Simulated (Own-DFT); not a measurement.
# Strain and stress in wurtzite GaN, 72 atoms (Ga36N36)

These are calculations, not measurements. The program, named Own-DFT, is a retired in-house plane-wave density functional code that no person has reviewed. Each row is one single-point run on a periodic cell that was not relaxed, without spin or spin-orbit coupling.

Settings of every run: PBE; PseudoDojo norm-conserving scalar-relativistic files (stringent for Ga); cutoff 96 hartree; 4 x 4 x 3 k mesh centred on Gamma; Gaussian smearing of 0.01 eV.

Known limits: forces not confirmed at this smearing and k mesh; stress not checked against mesh or cutoff.

Unstrained cell vectors in Å: (9.567, 0.000, 0.000); (-4.783, 8.285, 0.000); (0.000, 0.000, 10.370). The unstrained cell has measured lattice constants (interpolated for alloys), not those of this functional. That, the random moves and any unrelaxed bonds set the pressure at no strain. Each run strains this cell uniformly, with the atoms carried along. Every atom was also moved at random, by a Gaussian of width 0.05 Å on each axis. Strain is the symmetric tensor, in per cent. Stress is positive in tension, and the pressure is minus a third of its trace.

| run | e_xx (%) | e_yy (%) | e_zz (%) | s_xx (GPa) | s_yy (GPa) | s_zz (GPa) | P (GPa) | E (meV/atom) |
|---|---|---|---|---|---|---|---|---|
| 1 | 2.75 | 2.75 | 0.00 | 5.63 | 5.90 | -4.61 | -2.31 | 16.8 |
| 2 | -0.50 | -0.50 | 0.00 | -7.98 | -11.42 | -7.96 | 9.12 | 23.3 |
| 3 | -2.25 | -2.25 | 0.00 | -22.90 | -20.06 | -9.69 | 17.55 | 65.0 |
| 4 | 1.00 | 1.00 | 0.00 | -2.48 | -0.34 | -6.97 | 3.27 | 5.7 |
| 5 | 1.75 | 1.75 | 0.00 | 1.74 | -0.07 | -4.97 | 1.10 | 22.6 |
| 6 | 2.25 | 2.25 | 0.00 | 3.41 | 4.32 | -3.99 | -1.25 | 0.0 |
| 7 | -2.50 | -2.50 | 0.00 | -21.46 | -22.32 | -11.05 | 18.28 | 62.5 |
| 8 | 0.25 | 0.25 | 0.00 | -4.93 | -6.48 | -7.11 | 6.18 | 14.2 |
| 9 | -0.25 | -0.25 | 0.00 | ? | ? | ? | ? | ? |

E is the free energy for each atom above the lowest run shown.

## Worked fit

The change of volume is close to e_xx + e_yy + e_zz. A straight line through the runs shown gives P = 7.94 - 201 x (fractional change of volume) GPa, with an error of 7 on the slope and a scatter of 0.74 GPa. The strain isn't the same on all axes and the cell isn't cubic, so the slope belongs to this path and is not the bulk modulus.

## Withheld run

Question: what pressure should run 9 give? Its volume changes by -0.50 %.

The line gives 8.9 GPa. The calculation gave 7.90 GPa.
